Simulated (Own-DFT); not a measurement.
# How strain changes the stress of wurtzite GaN, 72 atoms (Ga36N36)

Calculated results; nothing here was measured. They come from Own-DFT, an in-house plane-wave density functional program, since retired, whose code no person has reviewed. Each row is one single-point run on a periodic cell that was not relaxed, without spin or spin-orbit coupling.

Settings of every run: PBE; PseudoDojo norm-conserving scalar-relativistic files; cutoff 42 hartree; 4 x 4 x 3 k mesh centred on Gamma; Fermi-Dirac smearing of 0.1 eV.

Known limits: forces not confirmed at this smearing and k mesh; stress not checked against mesh or cutoff.

Unstrained cell vectors in Å: (9.567, 0.000, 0.000); (-4.784, 8.285, 0.000); (0.000, 0.000, 10.370). The unstrained cell has measured lattice constants (interpolated for alloys), not those of this functional. That, the random moves and any unrelaxed bonds set the pressure at no strain. Each run strains this cell uniformly, with the atoms carried along. Every atom was also moved at random, by a Gaussian of width 0.05 Å on each axis. Strain is the symmetric tensor, in per cent. Stress is positive in tension, and the pressure is minus a third of its trace.

```
run  e_xx (%)  e_yy (%)  e_zz (%)  e_yz (%)  e_xz (%)  e_xy (%)  s_xx (GPa)  s_yy (GPa)  s_zz (GPa)  s_yz (GPa)  s_xz (GPa)  s_xy (GPa)  P (GPa)  E (meV/atom)
  1      0.28      0.66      0.06     -1.85      1.80      0.23       -4.91       -5.26       -7.24       -4.10        3.37       -0.12     5.80          18.6
  2      1.64     -0.79      1.45     -0.44      0.02      1.89        0.21       -6.63       -3.83       -1.35       -0.09        5.03     3.42          16.5
  3      1.00      1.40     -0.88     -1.80     -0.61     -1.08       -3.09       -0.01      -11.25       -3.17       -1.39       -3.29     4.78          17.3
  4      1.80     -0.11      0.77     -0.30     -1.03     -0.57       -0.69       -4.72       -3.50       -0.39       -2.31       -1.19     2.97          12.8
  5     -0.51     -0.18      0.61     -1.75      1.10      0.07       -8.55       -8.89       -5.51       -2.65        3.06        1.08     7.65          21.2
  6     -1.36      0.48     -1.31      0.76      1.61      0.91      -14.38       -8.63      -14.81        1.50        3.57        4.79    12.61          46.1
  7     -0.34      0.37     -1.51      0.02      1.78     -0.05      -10.56       -7.01      -15.60        0.04        4.12       -0.34    11.06          39.8
  8     -0.68     -0.53      1.94     -0.38      1.78     -0.71       -8.73       -8.55       -0.74       -0.95        3.99       -1.18     6.01          15.6
  9     -1.51     -0.88     -0.49      1.95      1.22      0.73      -16.86      -11.42      -12.78        2.89        3.42        1.82    13.69          48.9
 10      0.37     -0.26      1.14      0.62     -1.64      0.10       -3.92       -7.68       -3.40        1.38       -2.72        0.04     5.00           5.9
 11     -1.27     -1.04     -0.98     -0.35      0.84     -1.98      -16.59      -13.93      -16.15       -1.26        2.36       -7.59    15.55          68.5
 12      0.07     -1.58     -0.05      1.36     -1.14     -1.96       -9.00      -14.84       -9.36        2.85       -2.17       -6.94    11.07          38.4
 13      0.80      1.78      1.06     -0.07      1.26      0.32       -1.27        1.64       -1.78       -0.18        1.89        1.30     0.47           0.0
 14     -1.11     -0.24     -0.29     -0.80     -1.08     -0.01      -12.60       -9.95      -10.50       -1.68       -2.81       -1.92    11.02          33.7
 15     -0.60      1.75      0.81     -1.73      0.55      1.16       -9.16       -2.64       -1.19       -3.46        1.64        4.72     4.33          22.5
 16     -0.53     -0.13     -1.39     -0.66     -1.98      1.51           ?           ?           ?           ?           ?           ?        ?             ?
```

E is the free energy for each atom above the lowest run shown.

## Worked fit

Each stress component was fitted by least squares to a constant and the strains of the runs shown, as fractions, with shears doubled. Shear strains stay in the fit of a normal stress only where such slopes are resolved. The slopes, in GPa:

```
stress  at no strain  per e_xx  per e_yy  per e_zz  scatter
  s_xx          -7.8  431 ± 28   99 ± 26  124 ± 27     0.96
  s_yy          -7.4  152 ± 29  376 ± 27   47 ± 29     1.02
  s_zz          -8.7   21 ± 28  136 ± 27  483 ± 28     0.99
```

Each shear stress against twice its own strain: yz 94 ± 6, xz 104 ± 7, xy 154 ± 16 GPa. These are stiffnesses along x, y and z of the frame in which the cell vectors are given, which need not be the crystal's axes. The atoms are held to the strained lattice; where symmetry lets them move under strain, relaxing them would lower some slopes. The table should be nearly symmetric about its diagonal, and what it lacks of that shows the noise. A ninth of its sum, 208 ± 4 GPa, estimates the bulk modulus near the mean pressure of these runs, 7.7 GPa, so it lies above the value at zero pressure.

## Withheld run

Question: what normal stresses and pressure should run 16 give?

The fit gives s_xx = -12.0, s_yy = -9.3, s_zz = -15.7 and P = 12.3 GPa. The calculation gave -11.09, -9.10, -16.33 and P = 12.17 GPa.
